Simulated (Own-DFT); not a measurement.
# Stretching a layer in its plane: wurtzite AlGaN with randomly placed atoms, 72 atoms (Al27Ga9N36)

The numbers are computed, not measured, by runs of the plane-wave DFT program Own-DFT (in-house, retired, unreviewed) at fixed positions, with no spin and no spin-orbit coupling.

Common settings: PBE; PseudoDojo norm-conserving scalar-relativistic files; cutoff 42 hartree; 4 x 4 x 3 k mesh centred on Gamma; Fermi-Dirac smearing of 0.1 eV.

Keep in mind: forces on such cells passed a denser k mesh, each cell not checked; stress not checked against mesh or cutoff.

Unstrained cell vectors in Å: (9.394, 0.000, 0.000); (-4.697, 8.135, 0.000); (0.000, 0.000, 10.066). The unstrained cell has measured lattice constants (interpolated for alloys), not those of this functional. That, the random moves and any unrelaxed bonds set the pressure at no strain. Each run strains x and y alike by e, as a substrate would, and holds the height along z. Each coordinate of each atom was shifted by a normal deviate of width 0.05 Å. The random placing of the alloy's atoms differs from row to row. Stress is positive in tension.

```
e (%),u (Å),(s_xx + s_yy)/2 (GPa),s_zz (GPa)
-2.75,0.046,-24.69,-10.52
-2.50,0.048,-22.11,-10.36
-2.00,0.054,-19.07,-11.83
-1.75,0.051,-17.54,-11.79
-1.00,0.052,-12.74,-6.82
-0.25,0.047,-7.24,-7.61
2.00,0.046,?,?
2.50,0.049,6.41,-3.49
2.75,0.049,7.09,-2.88
3.00,0.051,7.55,-1.33
```

## Analysis

With e as a fraction, the in-plane stress is -6.2 + 574 e - 3422 e² GPa (errors 7 and 530, scatter 0.43), and s_zz is -7.0 + 163 e GPa (slope ± 20, scatter 1.31). At e = 0 the first slope is C11 + C12 and the second 2 C13, both with the ions held to the strained lattice and at the cell's own pressure. The term in e² is negative: the layer stiffens under compression and softens under tension. A free layer would change its height as e changes, and the in-plane slope would drop by 2 C13²/C33 to the biaxial modulus. At fixed height, a misfit of 1 % moves the in-plane stress by about 5.7 GPa and s_zz by 1.6 GPa.

## The run left out

Q: what are the two stresses at e = 2.00 %?

Estimate: 3.9 and -3.8 GPa. The hidden result is 4.75 and -5.07 GPa.
